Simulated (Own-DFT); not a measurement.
# One host, several defects: D0_22 TiAl3

Source: density functional calculations with Own-DFT, an unreviewed in-house program that is no longer used. Nothing was measured or relaxed, and spin and spin-orbit coupling are left out.

Settings: PBE; PseudoDojo norm-conserving scalar-relativistic files; cutoff 42 hartree; 4 x 4 x 4 k mesh centred on Gamma; cold (Marzari-Vanderbilt) smearing of 0.2 eV.

Caveats: forces on such cells failed a check on a denser k mesh; stress not checked against mesh or cutoff.

All runs share one cell, with vectors in Å (-2.365, -6.981, 4.326); (-7.667, 3.491, 1.442); (-2.950, -3.488, -7.241) and a volume of 625.4 Å³. u is the rms random offset of the atoms per axis. The defect's site can differ from row to row.

| cell | formula | u (Å) | P (GPa) |
|---|---|---|---|
| no defect | Al30Ti10 | 0.0191 | 1.96 |
| no defect | Al30Ti10 | 0.0195 | 1.97 |
| no defect | Al30Ti10 | 0.0529 | 2.79 |
| two Al on a Ti site each | Al32Ti8 | 0.0293 | 2.89 |
| two Al on a Ti site each | Al32Ti8 | 0.0483 | 3.32 |
| two Al on a Ti site each | Al32Ti8 | 0.0526 | 3.50 |
| two Ti on an Al site each | Al28Ti12 | 0.0300 | 3.32 |
| two Ti on an Al site each | Al28Ti12 | 0.0313 | 3.37 |
| two Ti on an Al site each | Al28Ti12 | 0.0503 | 3.57 |
| one Ti vacancy | Al30Ti9 | 0.0269 | 1.80 |
| one Ti vacancy | Al30Ti9 | 0.0275 | 1.81 |
| one Ti vacancy | Al30Ti9 | 0.0458 | ? |
| one Ti vacancy | Al30Ti9 | 0.0477 | 2.30 |
| two Al vacancies | Al28Ti10 | 0.0304 | 1.16 |
| two Al vacancies | Al28Ti10 | 0.0326 | 1.20 |
| two Al vacancies | Al28Ti10 | 0.0474 | 1.59 |

## Fit

P = P0 + c u² + a shift for each defect gives P0 = 1.89 GPa, c = 298 ± 23 GPa/Å² and a scatter of 0.07 GPa. The shifts, and each times the cell's volume:

- two Ti on an Al site each: 1.09 ± 0.06 GPa, 4.3 eV (2.1 eV for each of its 2 sites)
- two Al on a Ti site each: 0.75 ± 0.06 GPa, 2.9 eV (1.5 eV for each of its 2 sites)
- one Ti vacancy: -0.29 ± 0.06 GPa, -1.1 eV
- two Al vacancies: -0.99 ± 0.06 GPa, -3.9 eV (-1.9 eV for each of its 2 sites)

A positive shift means that the defect pushes the cell outwards. Shift times volume (160.2 GPa Å³ is 1 eV) depends little on the cell's size, so, taken for each site, it can be compared between cells at like pressure. The atoms around the defects weren't relaxed, which would change these numbers.

## Check

Question: what pressure belongs in the blank (one Ti vacancy, u = 0.0458 Å)?

The fitted form gives 2.22 ± 0.09 GPa. DFT gave 2.21 GPa.
